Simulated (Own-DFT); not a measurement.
# Around an empty site: 2H SiC, 71 atoms (C36Si35), with one Si vacancy

Calculated results; nothing here was measured. The program, named Own-DFT, is a retired in-house plane-wave density functional code that no person has reviewed. Each row is one single-point run on a periodic cell that was not relaxed, without spin or spin-orbit coupling.

Settings of every run: PBE; PseudoDojo norm-conserving scalar-relativistic files; cutoff 42 hartree; 4 x 4 x 3 k mesh centred on Gamma; Fermi-Dirac smearing of 0.1 eV.

Known limits: a neutral cation vacancy leaves holes that likely carry spin, which these runs leave out; not probed for a lower state with spin; forces on such cells moved up to 12 meV/angstrom on a denser k mesh; stress not checked against mesh or cutoff.

Cell vectors in Å: (9.248, 0.000, 0.000); (-4.624, 8.009, 0.000); (0.000, 0.000, 10.068). Every atom was also moved at random, by a Gaussian of width 0.05 Å on each axis. The defect's site can differ from row to row. The empty site has 4 nearest neighbours, all C. For each, d is its distance from the empty site and R the part of its force along the line away from it, positive outwards. The last column is the rms force component on atoms over 4.5 Å away.

| run | d1 (Å) | d2 (Å) | d3 (Å) | d4 (Å) | R1 (eV/Å) | R2 (eV/Å) | R3 (eV/Å) | R4 (eV/Å) | far F (eV/Å) |
|---|---|---|---|---|---|---|---|---|---|
| 1 | 1.852 | 1.863 | 1.883 | 1.911 | 1.27 | 1.07 | 2.03 | 0.87 | 1.98 |
| 2 | 1.869 | 1.894 | 1.925 | 1.928 | 1.88 | 1.77 | 0.80 | 0.95 | 1.55 |
| 3 | 1.784 | 1.834 | 1.891 | 1.938 | 2.00 | 2.24 | 0.85 | 1.10 | 1.37 |
| 4 | 1.775 | 1.856 | 1.906 | 1.964 | 2.60 | 1.65 | 0.96 | 1.10 | 1.41 |
| 5 | 1.792 | 1.862 | 1.898 | 2.001 | 2.44 | 2.52 | 1.31 | -0.11 | 1.40 |
| 6 | 1.778 | 1.874 | 1.901 | 1.962 | 1.95 | 0.68 | 0.49 | 0.70 | 1.49 |
| 7 | 1.831 | 1.832 | 1.955 | 1.958 | 1.54 | 1.65 | 0.38 | 1.28 | 1.37 |
| 8 | 1.845 | 1.868 | 1.930 | 1.945 | 1.97 | 2.35 | 0.33 | 0.24 | 1.21 |
| 9 | 1.823 | 1.862 | 1.873 | 1.932 | ? | ? | ? | ? | ? |

## Worked fit

A straight line through the 32 neighbours shown gives R = 1.34 - 9.7 (d - 1.885) eV/Å, with a scatter of 0.47 left by the moves of the other atoms. The slope, with an error of 1.4, is the pull back towards the neighbour's own site. The constant, 1.34 ± 0.08 eV/Å, is the force at the mean distance: with one bond gone, the neighbours are pushed outwards, away from the empty site. It shows how a relaxation would start, not where it would end, and it depends somewhat on the width of the random moves.

## Withheld run

Question: what mean R should the neighbours of run 9 feel? Their mean d is 1.872 Å.

The line gives 1.46 ± 0.22 eV/Å, by the scatter of the means of the runs shown. The calculation gave R = 1.88, 1.17, 1.42, 0.54, a mean of 1.25 eV/Å.
